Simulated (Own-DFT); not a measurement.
# Response to strain: wurtzite AlN, 72 atoms (Al36N36)

All numbers below are calculated, not measured. The program, named Own-DFT, is a retired in-house plane-wave density functional code that no person has reviewed. Each row is one single-point run on a periodic cell that was not relaxed, without spin or spin-orbit coupling.

Settings of every run: PBE; PseudoDojo norm-conserving scalar-relativistic files; cutoff 42 hartree; 3 x 3 x 2 k mesh centred on Gamma; Fermi-Dirac smearing of 0.1 eV.

Known limits: forces on such cells moved up to 12 meV/angstrom on a denser k mesh; stress not checked against mesh or cutoff.

Unstrained cell vectors in Å: (9.336, 0.000, 0.000); (-4.668, 8.085, 0.000); (0.000, 0.000, 9.964). The unstrained cell has measured lattice constants (interpolated for alloys), not those of this functional. That, the random moves and any unrelaxed bonds set the pressure at no strain. Each run strains this cell uniformly, with the atoms carried along. Every atom was also moved at random, by a Gaussian of width 0.05 Å on each axis. Strain is the symmetric tensor, in per cent. Stress is positive in tension, and the pressure is minus a third of its trace.

```
run,e_xx (%),e_yy (%),e_zz (%),s_xx (GPa),s_yy (GPa),s_zz (GPa),P (GPa),E (meV/atom)
1,2.00,2.00,0.00,4.02,5.12,-3.48,-1.89,13.9
2,1.50,1.50,0.00,1.57,3.90,-4.85,-0.21,1.6
3,-3.00,-3.00,0.00,-24.19,-26.20,-10.43,20.27,47.7
4,2.75,2.75,0.00,8.35,7.88,-1.11,-5.04,8.4
5,-1.75,-1.75,0.00,-19.95,-13.82,-7.72,13.83,26.9
6,-0.25,-0.25,0.00,-6.29,-7.39,-6.52,6.73,4.4
7,0.75,0.75,0.00,-2.28,-0.93,-3.68,2.30,0.0
8,-1.50,-1.50,0.00,-15.80,-18.05,-5.92,13.26,35.0
9,-1.25,-1.25,0.00,?,?,?,?,?
```

E is the free energy for each atom above the lowest run shown.

## Worked fit

The change of volume is close to e_xx + e_yy + e_zz. A straight line through the runs shown gives P = 6.51 - 219 x (fractional change of volume) GPa, with an error of 7 on the slope and a scatter of 0.71 GPa. The strain isn't the same on all axes and the cell isn't cubic, so the slope belongs to this path and is not the bulk modulus.

## Withheld run

Question: what pressure should run 9 give? Its volume changes by -2.48 %.

The line gives 12.0 GPa. The calculation gave 10.78 GPa.
